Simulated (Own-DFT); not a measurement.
## Calculated data, SiC (4H silicon carbide, atoms displaced), SiC (3C silicon carbide, strained, atoms displaced)

Computed with Own-DFT development build. A calculation, not a measurement: plane-wave PBE density functional theory by an unreviewed code, no spin, of a simulated periodic cell, stress positive in tension, free energy of the whole cell less one offset for each atom, forces on such cells passed a denser k mesh, this cell's mesh not checked; offsets are fitted by least squares, one for each functional and potential file, so energies compare only between cells with the same atoms and settings and are not formation energies; the far tail of each file's local potential was reset to the Coulomb form; each entry is a single point on an unrelaxed cell, so the pressure reflects the starting lattice, mostly measured values (interpolated for alloys), from which strain is counted, and rises with the displacements; printed positions are rounded, which can move forces by about a meV/angstrom; the program, named Own-DFT, is a retired in-house code; no spin-orbit coupling.

Settings shared by all entries: functional PBE; potential files PseudoDojo norm-conserving, scalar-relativistic, standard set; wave cutoff 42 hartree; occupations Fermi-Dirac; smearing width 0.1 eV.

(1) SiC (4H silicon carbide, atoms displaced)

```
CELL_PARAMETERS angstrom
12.33080 0.00000 0.00000
-6.16540 10.67880 0.00000
0.00000 0.00000 10.06810
ATOMIC_POSITIONS crystal
Si 0.00248 0.00349 0.40879
Si 0.08326 0.16550 0.15700
C 0.00339 0.00144 0.09144
C 0.08189 0.16753 0.34700
Si 0.00038 0.25333 0.40496
Si 0.08837 0.41953 0.15067
C 0.00383 0.24623 0.09157
C 0.08004 0.41787 0.33904
Si 0.99836 0.49869 0.40335
Si 0.08059 0.66675 0.15091
C 0.00423 0.49887 0.09413
C 0.08315 0.66206 0.34250
Si 0.99928 0.74968 0.40849
Si 0.08015 0.91412 0.15657
C 0.00336 0.75056 0.09046
C 0.08718 0.91837 0.34379
Si 0.25145 0.99869 0.40598
Si 0.33377 0.16524 0.15571
C 0.25645 0.00334 0.09621
C 0.33518 0.16653 0.34188
Si 0.24872 0.25108 0.40679
Si 0.33301 0.41776 0.16046
C 0.24798 0.24624 0.09907
C 0.33251 0.41480 0.34271
Si 0.25098 0.50327 0.41080
Si 0.33519 0.66812 0.15308
C 0.25092 0.50351 0.09566
C 0.33797 0.67350 0.34314
Si 0.24972 0.74705 0.40537
Si 0.33083 0.91631 0.15680
C 0.25176 0.74934 0.09441
C 0.33877 0.92128 0.34862
Si 0.50181 0.99801 0.40091
Si 0.58285 0.16663 0.15393
C 0.50511 0.00179 0.09703
C 0.58015 0.16443 0.34790
Si 0.50094 0.25182 0.41548
Si 0.57892 0.41667 0.15398
C 0.50155 0.24899 0.09171
C 0.58328 0.41517 0.34238
Si 0.49780 0.49717 0.39875
Si 0.58555 0.66912 0.16010
C 0.50186 0.49908 0.09318
C 0.58320 0.66897 0.34292
Si 0.50594 0.75460 0.40458
Si 0.57859 0.91788 0.15207
C 0.50378 0.74856 0.09430
C 0.58843 0.92038 0.34750
Si 0.74818 0.99946 0.40469
Si 0.83503 0.16333 0.15809
C 0.74954 0.99952 0.08873
C 0.83344 0.16913 0.34524
Si 0.74809 0.24759 0.40893
Si 0.83524 0.41819 0.15741
C 0.74984 0.24546 0.09135
C 0.83564 0.41959 0.34236
Si 0.74500 0.50141 0.40384
Si 0.82941 0.66593 0.16028
C 0.75182 0.49949 0.09568
C 0.82892 0.66391 0.33911
Si 0.75029 0.74667 0.40775
Si 0.82973 0.91689 0.15765
C 0.75140 0.74876 0.09436
C 0.83676 0.92139 0.34389
Si 0.00158 0.99859 0.90711
Si 0.91804 0.83641 0.65277
C 0.00548 0.00489 0.59408
C 0.91461 0.83361 0.84521
Si 0.00109 0.75219 0.90425
Si 0.91935 0.58283 0.65644
C 0.99892 0.74903 0.58866
C 0.91516 0.58133 0.84493
Si 0.99577 0.49901 0.90292
Si 0.92077 0.33083 0.65787
C 0.00336 0.50203 0.58954
C 0.91949 0.33479 0.84128
Si 0.00802 0.25884 0.91073
Si 0.91655 0.07964 0.65595
C 0.99858 0.25182 0.59628
C 0.91880 0.08189 0.84830
Si 0.74987 0.99855 0.90608
Si 0.67063 0.83419 0.65419
C 0.75065 0.00047 0.59461
C 0.66517 0.83444 0.84105
Si 0.74460 0.74667 0.90493
Si 0.65987 0.58370 0.65798
C 0.74828 0.74952 0.59317
C 0.66270 0.58007 0.84451
Si 0.74966 0.49983 0.90291
Si 0.66744 0.33242 0.65806
C 0.74639 0.50181 0.59612
C 0.66826 0.33659 0.84687
Si 0.75031 0.25024 0.90188
Si 0.66661 0.08097 0.65642
C 0.75315 0.25122 0.59615
C 0.66951 0.08814 0.84495
Si 0.49631 0.99673 0.90524
Si 0.41511 0.83500 0.65173
C 0.50000 0.99908 0.59076
C 0.41407 0.83399 0.84588
Si 0.49912 0.74928 0.90227
Si 0.41221 0.58423 0.65395
C 0.49889 0.75056 0.59785
C 0.41587 0.57933 0.83675
Si 0.50083 0.50385 0.91135
Si 0.41944 0.33456 0.65544
C 0.49820 0.49559 0.58982
C 0.41303 0.33507 0.84752
Si 0.50202 0.25403 0.90274
Si 0.42014 0.08257 0.65471
C 0.49866 0.25094 0.59649
C 0.41677 0.08252 0.84573
Si 0.24918 0.00099 0.89803
Si 0.16624 0.83467 0.65492
C 0.24932 0.00262 0.59174
C 0.16714 0.83286 0.84404
Si 0.25145 0.75356 0.91034
Si 0.16724 0.58589 0.65632
C 0.25043 0.74625 0.60168
C 0.16368 0.58268 0.84795
Si 0.24882 0.49982 0.90961
Si 0.16453 0.33327 0.65507
C 0.24628 0.50109 0.59163
C 0.17011 0.33280 0.84411
Si 0.24971 0.24787 0.90650
Si 0.17006 0.08605 0.66228
C 0.25299 0.25066 0.59136
C 0.16750 0.08435 0.84119
```

| Quantity | Value |
| --- | --- |
| k mesh | 3 x 3 x 3 centred on Gamma |
| free energy of cell above offsets | -19.164 eV |
| pressure | 3.65 GPa |
| stress xx | -3.68 GPa |
| stress yy | -2.92 GPa |
| stress zz | -4.37 GPa |
| stress yz | 0.05 GPa |
| stress xz | -0.33 GPa |
| stress xy | 0.59 GPa |

Force:
```
element  x (eV/Å)  y (eV/Å)  z (eV/Å)
     Si     0.362    -0.339    -0.594
     Si     0.493    -0.277     0.387
      C    -0.681    -0.728     0.793
      C     0.073     0.289    -0.407
     Si    -0.051    -0.182     0.287
     Si    -0.813    -1.179     1.198
      C    -1.062     1.237     0.946
      C     1.499     0.041     0.546
     Si     0.062     0.168     0.173
     Si     1.368    -0.515     1.037
      C    -1.399     0.214    -0.994
      C    -0.741     1.354    -0.152
     Si     0.463    -0.248    -1.754
     Si     1.132     0.889    -0.169
      C    -1.434    -0.129     0.401
      C    -0.929    -0.674     0.276
     Si    -0.177     1.033    -0.141
     Si     0.416     0.627     0.329
      C    -1.608    -1.133    -1.399
      C    -0.403     0.318     1.038
     Si     0.856    -0.868    -0.485
     Si      0.14    -0.619    -1.253
      C     0.209     0.993    -1.016
      C    -0.711     0.755     0.746
     Si    -0.361    -0.178    -1.942
     Si     0.216     0.294     0.871
      C     1.225    -0.419    -0.421
      C     0.602    -1.111    -0.017
     Si    -0.477     0.924     0.505
     Si     1.162      0.22     0.433
      C    -0.673     0.523     0.124
      C    -0.696     -1.84    -0.862
     Si    -0.322     0.877       1.2
     Si     0.575     0.531     0.826
      C    -2.308    -0.382    -1.095
      C     0.438     0.742    -0.483
     Si    -0.227    -0.762    -2.193
     Si     2.215    -0.896     0.264
      C    -0.715     0.423    -0.192
      C    -0.813    -0.027    -0.095
     Si     0.287     0.511     1.259
     Si      0.44    -0.508    -0.931
      C    -1.532     0.948     0.869
      C     0.654    -0.611      0.65
     Si    -1.008    -0.448     0.874
     Si     2.521    -0.583     0.978
      C    -1.156     0.402    -0.736
      C    -0.672    -0.901    -1.556
     Si     1.268     1.114     0.652
     Si    -0.616     0.776     -0.79
      C    -0.302    -0.412     1.339
      C     0.371    -0.729    -0.037
     Si     -0.28     1.009    -0.584
     Si     0.356    -0.984    -0.508
      C     0.111     1.013     0.295
      C    -1.151    -0.798     0.839
     Si     1.595    -0.643     0.747
     Si     1.354    -0.212    -1.979
      C    -0.882     0.265    -0.711
      C     0.663     0.907     1.795
     Si    -0.671     1.131    -0.668
     Si      1.18     0.066     -0.75
      C    -0.882     0.424    -0.187
      C    -0.126    -1.122     0.521
     Si    -0.671     0.337    -0.181
     Si     0.118    -0.435      0.67
      C    -0.233     -0.81     0.082
      C     0.298    -0.442    -0.651
     Si    -0.303    -0.608     0.034
     Si    -0.991    -0.305    -0.508
      C     -0.01     0.288     1.557
      C    -0.207     0.968    -0.509
     Si     1.015     0.076     0.986
     Si    -1.616     1.379    -0.396
      C    -0.336    -0.651     0.742
      C    -0.223    -0.238     0.817
     Si    -0.489    -2.187    -1.327
     Si    -0.321     1.148     0.887
      C     1.394    -1.193    -0.972
      C    -0.352     0.728    -0.731
     Si      0.14     0.913    -0.613
     Si    -1.417     0.029     0.253
      C     0.265    -0.312    -0.548
      C     0.402    -0.431     0.332
     Si       0.6     0.665     0.296
     Si     1.106    -0.445    -0.411
      C     0.642     0.057     0.001
      C     0.093     0.645     0.086
     Si    -0.076     0.454     1.201
     Si    -0.118     0.727    -0.228
      C     0.682    -0.096    -0.427
      C     0.146    -0.725    -0.881
     Si     0.366     0.435     1.118
     Si    -0.206     0.606     0.244
      C    -0.277    -0.428    -0.072
      C     -0.32     -1.78    -0.504
     Si     0.898     1.226     0.593
     Si     0.691    -0.187     1.262
      C     0.338     0.202    -0.028
      C     0.696    -0.304    -0.621
     Si    -0.125    -0.222     0.136
     Si     1.127    -0.707    -0.532
      C     0.571     0.301    -1.146
      C    -0.779     0.938     1.809
     Si    -0.286    -1.132    -1.297
     Si    -1.144    -0.077     0.806
      C    -0.988     1.263    -0.255
      C     1.283     0.109     -0.59
     Si     -0.39    -0.729     0.775
     Si    -0.986    -0.015     0.263
      C     1.091    -0.379     0.668
      C     0.007     0.531    -0.863
     Si     0.666    -0.121     1.868
     Si     0.386    -0.199    -0.091
      C     0.833    -0.468     0.729
      C    -0.519     0.339    -0.338
     Si    -0.122    -1.068     -0.73
     Si    -0.267    -1.093     0.912
      C    -1.053     1.449    -1.992
      C     0.485     0.368    -0.509
     Si     0.359     0.208    -1.035
     Si     0.817     0.014     0.132
      C     0.545    -0.242     0.835
      C    -0.535     0.546     0.078
     Si     -0.18     0.384     0.871
     Si    -0.157     0.194     -2.13
      C    -0.722     0.219     0.796
      C     -0.07    -0.278     1.176
```

(2) SiC (3C silicon carbide, strained, atoms displaced)

```
CELL_PARAMETERS angstrom
12.85560 0.18830 -0.01240
0.12550 8.57050 -0.09610
-0.00820 -0.09610 8.71740
ATOMIC_POSITIONS crystal
Si 0.00022 0.00044 0.00365
Si 0.99842 0.25344 0.24900
Si 0.16769 0.00272 0.25047
Si 0.17245 0.25068 0.99493
C 0.08786 0.13378 0.12144
C 0.08591 0.37300 0.37666
C 0.24896 0.12652 0.37389
C 0.25500 0.37524 0.12277
Si 0.99815 0.98032 0.50020
Si 0.00737 0.26988 0.75112
Si 0.16547 0.00257 0.74885
Si 0.17107 0.24548 0.50472
C 0.08677 0.12258 0.63315
C 0.08407 0.37881 0.87368
C 0.24177 0.12284 0.86416
C 0.24904 0.37360 0.61149
Si 0.00327 0.49847 0.00700
Si 0.99620 0.74981 0.24810
Si 0.16806 0.49747 0.24654
Si 0.17184 0.74978 0.99806
C 0.08344 0.63113 0.12488
C 0.08126 0.87668 0.37206
C 0.25406 0.62177 0.37385
C 0.25992 0.87413 0.11710
Si 0.99490 0.49735 0.50740
Si 0.99205 0.74263 0.75846
Si 0.16855 0.49673 0.75050
Si 0.16343 0.73782 0.50011
C 0.08699 0.62723 0.62849
C 0.08338 0.87930 0.87759
C 0.25763 0.62761 0.87539
C 0.25114 0.87638 0.62999
Si 0.33788 0.00524 0.00421
Si 0.32965 0.25214 0.23748
Si 0.49637 0.00062 0.25245
Si 0.49921 0.25158 0.99644
C 0.42241 0.12699 0.11830
C 0.41566 0.37763 0.38138
C 0.58786 0.12875 0.37706
C 0.58107 0.38275 0.13215
Si 0.33418 0.99710 0.49887
Si 0.33237 0.25317 0.75974
Si 0.50535 0.99686 0.76103
Si 0.49879 0.25058 0.50423
C 0.41701 0.13747 0.62250
C 0.41622 0.37244 0.87366
C 0.58856 0.11804 0.88295
C 0.58572 0.37787 0.61829
Si 0.33664 0.49480 0.00264
Si 0.32791 0.75002 0.24208
Si 0.50615 0.49400 0.25571
Si 0.50009 0.75626 0.98837
C 0.41683 0.63258 0.12501
C 0.41823 0.86960 0.39099
C 0.57723 0.62626 0.37633
C 0.58581 0.88230 0.11956
Si 0.33422 0.49524 0.48813
Si 0.33583 0.75301 0.75970
Si 0.50262 0.49994 0.74451
Si 0.50446 0.75533 0.49389
C 0.41791 0.62239 0.61287
C 0.41018 0.87184 0.86342
C 0.58204 0.62406 0.88036
C 0.58934 0.86786 0.63042
Si 0.66979 0.00118 0.00529
Si 0.67033 0.24579 0.24976
Si 0.82413 0.99535 0.24787
Si 0.83460 0.24649 0.99680
C 0.74875 0.13643 0.12628
C 0.75100 0.36849 0.37429
C 0.91933 0.13527 0.37218
C 0.91790 0.38008 0.11999
Si 0.66535 0.00120 0.49435
Si 0.67366 0.25467 0.75102
Si 0.83094 0.00460 0.75406
Si 0.83604 0.25374 0.50385
C 0.74960 0.12024 0.62416
C 0.75988 0.36619 0.86765
C 0.91435 0.12650 0.88241
C 0.91595 0.38545 0.63411
Si 0.66640 0.49550 0.00150
Si 0.66267 0.74212 0.24176
Si 0.84084 0.49749 0.25440
Si 0.83642 0.74538 0.00437
C 0.74706 0.61840 0.11596
C 0.75557 0.87385 0.37491
C 0.91362 0.62848 0.36975
C 0.91851 0.87503 0.12287
Si 0.66906 0.49300 0.50328
Si 0.66307 0.74927 0.74036
Si 0.83921 0.49932 0.75625
Si 0.83840 0.73919 0.49825
C 0.75051 0.61375 0.61845
C 0.75540 0.87209 0.88083
C 0.91481 0.63513 0.87986
C 0.91985 0.87395 0.62438
```

| Item | Value |
| --- | --- |
| hardware | one NVIDIA H200 |
| k mesh | 3 x 4 x 4 centred on Gamma |
| free energy of cell above offsets | -4.045 eV |
| pressure | 14.33 GPa |
| stress xx | -15.69 GPa |
| stress yy | -15.95 GPa |
| stress zz | -11.34 GPa |
| stress yz | -6.62 GPa |
| stress xz | 0.73 GPa |
| stress xy | 8.5 GPa |
| wall time | 508.4 s |

Force:
```
element  x (eV/Å)  y (eV/Å)  z (eV/Å)
     Si     0.455     0.713    -0.299
     Si     1.356    -0.133      0.11
     Si    -0.263    -0.306     -0.62
     Si    -1.768     0.094     0.695
      C    -0.571    -0.893     0.269
      C    -0.799     0.466    -0.048
      C     1.442    -0.847    -1.053
      C    -1.713     0.613    -1.605
     Si     0.508     4.998     0.233
     Si    -2.005     -4.56    -0.691
     Si    -0.754    -2.562     0.015
     Si    -2.342    -0.339    -0.725
      C    -1.954     1.305    -2.233
      C     1.872     1.303     1.672
      C     3.992     1.169     2.569
      C     1.291     0.994     3.004
     Si     -0.45     1.329    -1.056
     Si     1.049     0.737     0.402
     Si    -0.658     0.625     1.291
     Si     -1.15     0.743    -0.231
      C     1.094    -1.043    -0.138
      C     1.436    -1.953    -0.826
      C    -1.741     0.632    -1.524
      C    -2.693     1.635     0.802
     Si     2.524     0.994    -1.546
     Si     3.433      2.67    -1.343
     Si      1.02     1.133    -0.666
     Si     1.597     2.522    -0.024
      C    -2.417    -1.234     0.562
      C     0.166    -1.348    -0.339
      C     -1.41    -1.937     0.154
      C    -0.409    -0.833    -1.198
     Si    -1.311    -0.644    -2.261
     Si     2.146    -1.253      3.57
     Si     1.278    -0.336     0.663
     Si     1.615     0.192     0.704
      C    -1.249     0.201     1.041
      C     1.926    -2.681    -3.793
      C    -1.818    -0.364    -0.951
      C     2.159    -3.162    -2.633
     Si    -0.763     1.247     1.821
     Si    -0.778    -0.769    -3.064
     Si    -1.311     0.728    -2.415
     Si     0.524     0.451    -0.764
      C     0.155     -2.58     1.633
      C     1.087     0.605     0.073
      C    -0.457     2.216    -1.269
      C     0.241     -1.29     1.811
     Si     0.517     2.356    -0.029
     Si     2.353    -0.745     2.742
     Si    -4.001     2.501      0.72
     Si    -0.856    -0.328     2.485
      C     1.212    -1.562     -0.46
      C    -1.015     1.862    -4.696
      C     3.623    -0.837    -0.841
      C    -1.257    -1.084     0.837
     Si    -0.841     1.833      3.33
     Si    -1.997    -2.779    -5.201
     Si    -1.197     0.662     0.084
     Si    -0.752    -1.711     3.398
      C     0.048     0.627     1.891
      C     4.046     3.517     3.418
      C     0.951    -0.683     -2.24
      C    -2.434     3.147    -2.895
     Si     0.831    -0.346    -0.342
     Si    -2.032     1.998     1.182
     Si     2.951     1.788     0.096
     Si     -0.19     1.143     1.947
      C     1.326    -2.485    -1.516
      C     0.841     1.275     0.022
      C    -0.755    -2.538     0.686
      C     0.162    -1.016     0.298
     Si     1.195    -1.085     1.504
     Si    -1.926    -1.435    -0.901
     Si     0.989    -1.204    -0.069
     Si    -0.371     -1.14     0.057
      C     0.497     0.946    -0.489
      C    -1.891     2.095     1.472
      C     2.108    -0.527    -2.088
      C      1.33    -2.078    -1.914
     Si     -0.04    -0.451    -0.971
     Si     0.538       0.8     1.158
     Si     -3.36    -0.348    -1.294
     Si    -2.111     1.508     0.719
      C     1.972     0.406     1.835
      C    -2.111     -1.37    -0.026
      C     2.575     -1.51     0.279
      C    -1.086     0.301     0.744
     Si     -0.78     0.905    -1.932
     Si     3.509    -2.389      3.59
     Si    -2.647     1.975     0.695
     Si    -2.486     2.489     1.631
      C     1.166     1.542     1.565
      C    -1.223     0.151    -1.145
      C     1.009    -3.967    -0.192
      C    -1.969    -1.453     1.079
```
